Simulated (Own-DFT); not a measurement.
GaP (zincblende, atoms displaced), SiC (4H silicon carbide, strained, atoms displaced), SiC (4H silicon carbide, atoms displaced) (calculated)

Computed with Own-DFT development build. A calculation, not a measurement: plane-wave PBE density functional theory by an unreviewed code, no spin, of a simulated periodic cell, stress positive in tension, free energy of the whole cell less one offset for each atom, forces on such cells passed a denser k mesh, this cell's mesh not checked; offsets are fitted by least squares, one for each functional and potential file, so energies compare only between cells with the same atoms and settings and are not formation energies; the far tail of each file's local potential was reset to the Coulomb form; each entry is a single point on an unrelaxed cell, so the pressure reflects the starting lattice, mostly measured values (interpolated for alloys), from which strain is counted, and rises with the displacements; printed positions are rounded, which can move forces by about a meV/angstrom; the program, named Own-DFT, is a retired in-house code; no spin-orbit coupling.

Common to all runs: functional PBE; potential files PseudoDojo norm-conserving, scalar-relativistic, standard set; wave cutoff 42 hartree; occupations Fermi-Dirac; smearing width 0.1 eV.

(1) 
```xyz
64
Lattice="10.9010 0.0000 0.0000 0.0000 10.9010 0.0000 0.0000 0.0000 10.9010" Properties=species:S:1:pos:R:3:force_x:R:1:force_y:R:1:force_z:R:1 formula=GaP k_mesh=3_x_3_x_3_centred_on_Gamma free_energy_of_cell_above_offsets=-24.662 pressure=5.19 stress_xx=-4.94 stress_yy=-5.33 stress_zz=-5.3 stress_yz=1.86 stress_xz=0.61 stress_xy=-1.27
Ga     0.0111    10.8425    10.8068     -0.244      1.662     -0.128
Ga    10.7065     2.7256     2.8418      2.306      0.311     -2.109
Ga     2.7682     0.0259     2.7999     -0.095      0.176     -1.651
Ga     2.5605     2.7362    10.8739      3.299      1.267     -0.815
P      1.5282     1.3947     1.1888     -3.173     -2.338      3.125
P      1.3842     4.0087     3.9630     -0.921      0.412      1.507
P      4.1224     1.2888     4.1197     -0.516      0.611      1.006
P      4.1183     4.0517     1.3743     -1.425      0.185        0.1
Ga    10.7624     0.0235     5.4605      2.172      0.498       -0.4
Ga     0.0876     2.6726     8.1530     -1.623      1.174      2.192
Ga     2.6646     0.1274     8.0573      0.555     -0.511       3.06
Ga     2.7643     2.8374     5.4064      0.105     -1.004      0.893
P      1.2545     1.3151     6.9975      0.282      0.541     -4.195
P      1.4084     4.0874     9.5506     -1.498      0.269     -0.785
P      4.0558     1.3543     9.5518      0.348      0.263     -0.286
P      4.1944     4.0961     6.8864     -0.489      0.543     -0.182
Ga    10.8668     5.3666    10.8980      1.339      1.106      0.012
Ga    10.7786     8.2713     2.7579      1.933     -0.322      -1.39
Ga     2.6235     5.4973     2.8159      0.589     -1.384     -1.507
Ga     2.8780     8.1427    10.8702     -0.765      1.781      0.486
P      1.6152     6.7714     1.2977     -2.823      0.712      0.082
P      1.3597     9.5634     4.0302     -1.553      1.472     -0.477
P      4.0165     6.8338     3.8504      0.691      1.279       2.76
P      4.2568     9.7413     1.2588      -5.36     -5.432      6.045
Ga    10.8868     5.3972     5.5452      0.317      0.581     -1.126
Ga    10.8858     8.1041     8.2114       0.52      0.714     -0.019
Ga     2.6526     5.4780     8.2154      0.431     -0.092     -0.969
Ga     2.5856     8.3569     5.3476      1.884     -1.615      1.039
P      1.3768     6.9255     6.7793     -0.162     -1.163     -0.086
P      1.3209     9.5522     9.4971      1.214     -0.685     -0.125
P      3.9876     6.7471     9.5678      1.981      0.325     -1.451
P      3.8938     9.5633     7.0128      1.208     -0.414     -2.958
Ga     5.3373    10.7204     0.0254      4.356      6.036     -4.305
Ga     5.2900     2.7870     2.8562      1.608     -0.108     -0.503
Ga     8.3245     0.0671     2.7838     -1.705     -1.075     -0.784
Ga     8.1956     2.8993     0.1021      0.064     -1.809      1.025
P      6.8414     1.3970     1.5605     -0.394      0.225     -0.965
P      6.7512     4.2201     4.1751      0.652     -0.905      0.212
P      9.5593     1.3577     4.0781     -0.203     -0.097      1.332
P      9.6010     4.1592     1.4270     -0.865     -0.009      0.589
Ga     5.4741     0.0070     5.5159     -0.635     -1.149     -0.286
Ga     5.6213     2.7358     8.2860     -2.338     -2.385     -2.121
Ga     8.1174    10.8538     8.1790      0.324     -0.365      0.213
Ga     8.1944     2.5647     5.4765      -0.25      2.006     -0.393
P      6.8732     1.2811     6.7365     -0.745      0.292      1.363
P      6.8482     3.8656     9.5410      1.065      4.226      0.786
P      9.3119     1.4734     9.4752      1.756     -0.454      0.756
P      9.5682     4.0129     6.8903     -0.257      0.131     -0.933
Ga     5.3395     5.3294    10.8123      1.317      0.347       0.32
Ga     5.4758     8.2321     2.7436      0.588     -0.074     -1.302
Ga     8.2666     5.5377     2.9183     -1.747     -1.673     -1.952
Ga     8.2076     8.1849     0.1816      0.011      0.879     -1.101
P      6.9775     6.7961     1.3628     -2.128     -1.033      0.613
P      6.8738     9.4585     4.1571     -0.434      1.212     -0.257
P      9.5149     6.9116     3.9366      0.804      0.286      3.937
P      9.5974     9.6329     1.3479     -0.321       0.08      0.236
Ga     5.3947     5.6487     5.4641     -0.194     -0.293      0.023
Ga     5.4891     8.3435     8.0177     -0.676     -0.647      2.309
Ga     8.2437     5.5259     8.0634     -0.072      -0.52      1.864
Ga     7.9797     8.1364     5.6279      4.042      2.434     -2.826
P      6.8688     6.9733     6.8845     -2.378     -3.125      1.459
P      6.7194     9.5318     9.6563      1.491     -0.664     -1.182
P      9.5786     6.9179     9.6715     -0.629     -1.113     -0.806
P      9.7078     9.5830     6.8094     -2.632     -1.579      1.033
```

Units: free_energy_of_cell_above_offsets in eV; pressure, stress_xx, stress_yy, stress_zz, stress_yz, stress_xz, stress_xy in GPa; force_x, force_y, force_z in eV/Å.

(2) 
```xyz
72
Lattice="9.2936 0.0958 -0.1491 -4.5638 8.0266 0.1750 -0.1623 0.1262 10.0913" Properties=species:S:1:pos:R:3:force_x:R:1:force_y:R:1:force_z:R:1 formula=SiC k_mesh=4_x_4_x_3_centred_on_Gamma free_energy_of_cell_above_offsets=-3.351 pressure=2.91 stress_xx=-2.11 stress_yy=-0.9 stress_zz=-5.73 stress_yz=4.38 stress_xz=-4.8 stress_xy=4.18
Si     4.6240     8.1676     4.1178      0.958     -0.263     -0.589
Si    -0.0409     1.7886     1.6245      1.192      -0.05      0.517
C      9.2685     0.1172     0.8923     -0.153     -0.058     -2.107
C     -0.0083     1.7903     3.5698     -0.421      2.625     -0.958
Si    -1.6115     2.7818     4.0773      1.806     -1.956      2.771
Si    -1.4320     4.4209     1.7378     -2.385      0.924     -3.068
C      7.7411     2.7500     0.8066      0.428      0.669      3.206
C     -1.5955     4.5171     3.5343      0.439      0.751      1.245
Si     6.1329     5.4820     4.1216      1.203      2.026     -1.672
Si    -3.0633     7.1924     1.7613      0.907     -1.141     -0.884
C      6.1800     5.4132     0.8816      2.653      1.252      0.236
C     -3.0522     7.2322     3.6002     -0.045     -0.981      1.558
Si     3.1005     0.1056     4.0654     -2.899     -0.381     -0.617
Si     3.0793     1.8827     1.5006      0.291      -1.59       0.76
C     -1.4369     8.0323     1.0977     -1.406      1.417     -1.165
C      2.9536     1.8155     3.4172      2.252      2.185      0.972
Si     1.5494     2.8148     4.2499     -1.199     -1.153     -6.305
Si     1.6394     4.5845     1.5768     -1.114     -1.584      0.097
C      1.5319     2.6484     0.8827     -0.018      1.599      1.587
C      1.4894     4.5767     3.5086      1.227     -0.463     -0.526
Si    -0.0427     5.4491     4.0729      0.417      0.137      2.339
Si    -0.0167     7.1318     1.7695       1.56      1.264      -3.45
C     -0.0124     5.4060     0.9939      1.391     -0.518      2.187
C     -0.0289     7.2757     3.5354      0.806     -1.209      1.758
Si     6.0587     0.1455     3.9627      1.904     -0.396      0.687
Si     6.1805     1.9656     1.5082      0.401     -2.381     -0.019
C      1.6809     8.0756     1.0303     -3.522      1.464     -0.748
C      6.2057     1.9344     3.4655     -1.637      0.128     -2.167
Si     4.6444     2.7628     4.0536     -1.015      1.077     -0.669
Si     4.7426     4.5563     1.5100     -1.737      0.071      0.066
C      4.6633     2.7483     0.8543     -0.868      0.401      0.946
C      4.6856     4.6994     3.3938     -1.435     -2.824      0.611
Si     3.1020     5.3949     4.1318     -0.532        2.6     -0.957
Si     3.1055     7.2638     1.5986      2.302     -1.204       1.08
C      3.1436     5.4465     0.9598      0.416      0.067      -0.91
C      3.0877     7.4051     3.4827      -0.69     -2.801      0.208
Si    -4.6317     8.1348     9.3286     -2.662      0.281      0.917
Si     4.5420     6.4317     6.6728      0.415     -0.083     -1.028
C      4.5948     8.1391     5.9291      0.606      1.696      2.771
C      4.5412     6.4466     8.5789      1.865      0.117     -1.442
Si    -3.1477     5.4603     9.2128     -0.178     -0.136      1.587
Si     6.1020     3.7645     6.5701      1.322     -0.384      1.191
C      6.1161     5.5393     5.9317        0.5      0.094      1.798
C      6.1526     3.7455     8.5707     -2.683      0.548     -2.434
Si    -1.6769     2.8181     9.2855      1.403     -1.677     -2.823
Si     7.6523     1.1877     6.5088     -0.459     -5.386      0.221
C      7.6042     2.7796     5.9501       1.46      5.558     -2.238
C      7.4916     0.9967     8.3601      2.713       2.03      1.059
Si     1.4511     8.1830     9.2002      0.876     -0.804      1.001
Si     1.4899     6.3785     6.7430      0.595      1.047     -4.081
C      1.5260     8.1542     6.0071       -0.9      0.498      1.303
C      1.5543     6.4090     8.4585     -1.836     -0.053      4.397
Si     3.0507     5.5396     9.0687     -0.787     -0.435      2.381
Si     2.9556     3.7117     6.6398      1.584      0.367     -0.688
C      3.0137     5.5039     5.9895      0.427     -0.593      1.047
C      3.0018     3.7081     8.5423     -0.239      0.293     -1.098
Si     4.4878     2.7749     9.0779      1.969      2.646      0.956
Si     4.4913     1.0446     6.5631      1.802     -0.345     -0.309
C      4.6477     2.8396     5.9266     -2.689      -0.39      0.793
C      4.4818     1.0720     8.5576      1.365     -0.161     -3.222
Si     3.0109     0.2722     9.0148     -2.305     -3.998        3.2
Si    -1.5605     6.3807     6.7067     -0.461     -2.125      1.349
C     -1.6277     8.1062     6.1231      2.143      1.101     -0.273
C     -1.5417     6.3114     8.6815     -1.838      2.516     -1.987
Si    -0.0854     5.4549     9.2840      1.367      0.537     -1.593
Si     0.0058     3.7721     6.6428     -3.045     -2.654      2.073
C      0.0131     5.4479     6.1450     -1.481      2.219     -2.884
C     -0.0809     3.7346     8.6324      0.068     -1.207     -1.124
Si     1.4790     2.8080     9.1546     -1.486      1.034      0.064
Si     1.5187     0.9862     6.5789     -3.572      0.474      0.151
C      1.4106     2.8713     5.9251      1.737     -1.633      4.881
C      1.3950     1.0727     8.5398      0.928     -0.695     -1.934
```

Units: free_energy_of_cell_above_offsets in eV; pressure, stress_xx, stress_yy, stress_zz, stress_yz, stress_xz, stress_xy in GPa; force_x, force_y, force_z in eV/Å.

(3) 
```xyz
72
Lattice="9.2675 -0.0542 -0.0608 -4.6807 8.0309 -0.0789 -0.0662 -0.1374 9.9958" Properties=species:S:1:pos:R:3:force_x:R:1:force_y:R:1:force_z:R:1 formula=SiC hardware=one_NVIDIA_H100 k_mesh=4_x_4_x_3_centred_on_Gamma free_energy_of_cell_above_offsets=-2.343 pressure=7.73 stress_xx=-5.12 stress_yy=-1.49 stress_zz=-16.58 stress_yz=-4.32 stress_xz=-1.17 stress_xy=-1.76 wall_time=362.6
Si     0.1347    -0.0084     4.0679     -5.423      0.454      0.055
Si    -0.0981     1.7206     1.4798      0.956      0.041      1.603
C      4.5750     7.9047     0.8084      1.968      1.755     -1.751
C     -0.0841     1.7503     3.4057      1.332     -0.132     -0.591
Si    -1.5209     2.5820     4.0841     -2.029      1.163     -1.154
Si    -1.6401     4.4547     1.5896      1.664       0.23     -2.596
C      7.6976     2.5857     0.8352     -0.213      1.667       0.36
C     -1.6362     4.4787     3.3774      0.388     -1.463      1.659
Si     6.0489     5.1924     3.9437      1.535       2.52      1.687
Si    -3.1074     7.1362     1.4472     -0.835     -0.727      1.182
C      6.1301     5.2529     0.7285       0.34      0.199      3.906
C     -3.1334     7.2360     3.4301     -0.161     -4.929     -3.663
Si    -1.6793     7.9394     3.9806      3.945       2.02     -0.258
Si     2.9522     1.7135     1.4884      1.894      0.444       0.87
C     -1.5883     7.9713     0.8210     -0.295      0.423      1.751
C      3.0614     1.7746     3.3279      0.069     -0.868      1.921
Si     1.4808     2.6142     4.0705      0.976      0.149     -4.128
Si     1.5986     4.4053     1.5124     -1.312       1.09     -0.162
C      1.4469     2.6116     0.9194      0.152      0.468     -1.631
C      1.5483     4.4288     3.4024     -1.661     -1.847      -0.36
Si    -0.0486     5.2495     4.0374      0.758      0.958     -0.504
Si    -0.0190     7.0866     1.4733      0.202      0.694      0.326
C     -0.0283     5.4040     0.8363      -0.19     -2.821      2.511
C      0.0393     6.9664     3.3037     -2.791      1.474      1.257
Si     6.0749    -0.0226     4.0273      2.214     -1.271     -1.064
Si     6.2000     1.8178     1.5185     -2.398     -2.507     -0.018
C      1.4964     7.9390     0.8776      0.535      2.361     -1.135
C      6.0815     1.7755     3.4102      2.748     -1.044     -0.631
Si     4.6979     2.5940     4.0896     -3.561      0.887     -5.211
Si     4.6466     4.3893     1.5708     -1.773      0.077     -4.792
C      4.5338     2.6003     0.8675      0.941      0.662      0.735
C      4.5651     4.4091     3.2975      0.774     -1.373        2.7
Si     3.0742     5.2092     3.9313     -0.874      3.212      0.119
Si     3.1066     7.1168     1.4038     -2.651     -1.657      1.837
C      3.0617     5.3426     0.7984      0.867     -1.413      0.121
C      2.9721     7.0651     3.3287      1.861      0.282     -0.348
Si    -0.0262    -0.0854     8.9920     -0.283     -1.978      1.298
Si     4.5115     6.0512     6.4841      2.353      2.185     -1.188
C      4.5503     7.8898     5.7198      0.972      0.343      3.184
C      4.5666     6.0647     8.3254       0.38     -0.224      0.293
Si    -3.1248     5.1811     9.0373     -0.459      0.786     -3.411
Si     6.1332     3.2760     6.4934     -0.586      3.614     -1.066
C     -3.1714     5.2976     5.9246      0.132     -1.816     -0.518
C      6.0848     3.3362     8.2900     -0.226      0.212      2.134
Si     7.6149     2.5023     8.9890       0.44     -0.138     -0.774
Si     7.7620     0.7379     6.5185     -0.468      0.075     -0.689
C     -1.6260     2.6447     5.9025      1.141     -1.849      0.276
C      7.7231     0.7221     8.4650     -1.172      0.651     -1.695
Si     6.0958    -0.0648     9.0326      2.479     -2.442      1.673
Si     1.4894     6.2140     6.4929      0.725     -1.123     -0.466
C      6.1797    -0.1161     5.8637     -0.505      1.521      1.159
C      1.5695     6.1591     8.3639     -1.865     -0.428     -0.277
Si     3.0150     5.1575     8.8536      0.664      1.168      2.508
Si     3.1423     3.4796     6.5371     -2.433      0.248     -3.191
C      3.0654     5.3280     5.7583     -1.382      -2.29      1.838
C      3.0002     3.3770     8.3273      0.039     -0.275      1.091
Si     4.5206     2.5013     9.0354      0.751     -0.338     -0.576
Si     4.6382     0.8191     6.4830     -1.258     -2.092      0.503
C      4.5898     2.5494     5.7709     -0.039      0.016       4.86
C      4.6252     0.6844     8.4560     -2.678      2.205     -1.604
Si    -1.6807     7.8839     9.0662      1.008     -0.047     -3.568
Si    -1.5970     6.1386     6.5399     -0.453      0.743     -1.695
C      2.9744    -0.0871     5.8851      2.076       0.22      1.862
C     -1.5924     6.1772     8.3485     -0.215     -1.541      2.047
Si    -0.0382     5.2268     9.0917     -0.111      0.331     -3.893
Si    -0.1038     3.4551     6.5080      1.642       1.18     -1.024
C     -0.0019     5.3150     5.9172      -1.38     -1.296     -0.398
C     -0.1292     3.3923     8.3170      0.724      1.078      2.405
Si     1.4224     2.5530     8.9931     -0.149     -0.487     -0.011
Si     1.5754     0.8654     6.7211     -0.969     -0.633     -12.15
C      1.4682     2.5574     5.7780      0.674      0.677      5.539
C      1.4770     0.7208     8.2806      0.482      0.569      10.92
```

Units: free_energy_of_cell_above_offsets in eV; pressure, stress_xx, stress_yy, stress_zz, stress_yz, stress_xz, stress_xy in GPa; wall_time in s; force_x, force_y, force_z in eV/Å.

(4) 
```xyz
32
Lattice="6.1654 0.0000 0.0000 -3.0827 5.3394 0.0000 0.0000 0.0000 10.0681" Properties=species:S:1:pos:R:3:force_x:R:1:force_y:R:1:force_z:R:1 formula=SiC hardware=one_NVIDIA_H100 k_mesh=5_x_5_x_3_centred_on_Gamma free_energy_of_cell_above_offsets=4.237 pressure=10.3 stress_xx=-15.65 stress_yy=-6.24 stress_zz=-9 stress_yz=-0.08 stress_xz=6.01 stress_xy=-3.1 wall_time=118.2
Si    -0.0109     0.0522     4.0950     -1.256     -1.429     -0.243
Si     0.2059     1.8954     1.6222     -8.921     -6.413      0.893
C      2.9816     5.3038     0.9337      2.771      0.284     -0.858
C     -0.0126     1.7585     3.4225      0.082       1.43      0.765
Si    -1.5530     2.7647     3.9871      0.613     -0.255      2.335
Si    -1.5517     4.3125     1.5450     -1.583      3.071      0.875
C      4.5503     2.5797     0.9451       3.54      2.007     -1.009
C     -1.5786     4.5758     3.5242      1.345     -1.658     -1.784
Si     3.1201     0.0128     4.0997      0.065     -1.114     -0.131
Si     3.1096     1.8066     1.5147     -2.494     -1.883      1.434
C     -0.0202     5.3273     0.9773     -1.287     -0.403     -0.578
C      3.0699     1.7721     3.4838      1.385      0.022      -0.77
Si     1.5563     2.4547     4.1293     -1.328      4.237     -0.452
Si     1.4703     4.5142     1.5949      1.475     -0.941     -1.955
C      1.4438     2.5931     0.9149      7.358      4.548     -2.521
C      1.5523     4.5015     3.3252     -0.287     -1.227       4.54
Si    -2.9786     5.2311     9.0436     -5.804      2.303          3
Si     3.1586     3.4607     6.6330      -0.45      1.762      -3.37
C      3.0585     5.3216     5.9593      1.556     -0.904     -0.377
C      3.0991     3.5997     8.3979     -1.397     -2.322      2.128
Si    -1.5078     2.8511     9.0627     -3.032     -5.175      1.615
Si     4.5661     0.7434     6.4535      4.571      5.102      4.069
C     -1.3875     2.7587     5.9692     -3.207     -2.677     -1.868
C      4.5816     1.0800     8.4148     -0.315     -3.467       0.57
Si     0.1160     5.1703     9.2056     -0.149      4.164      -1.97
Si     0.1095     3.4928     6.6029     -4.783      2.654      2.484
C      0.0269     5.3163     6.1335     -1.455     -2.134     -4.234
C     -0.0740     3.5162     8.4773      5.227      1.348     -0.323
Si     1.5786     2.5851     9.1429     -1.222      -0.18     -1.598
Si     1.6746     0.8238     6.6391      -4.71      1.576     -0.532
C      1.4277     2.7941     5.9377      7.512      -4.85     -0.985
C      1.3048     0.8477     8.3950      6.178      2.526      0.849
```

Units: free_energy_of_cell_above_offsets in eV; pressure, stress_xx, stress_yy, stress_zz, stress_yz, stress_xz, stress_xy in GPa; wall_time in s; force_x, force_y, force_z in eV/Å.
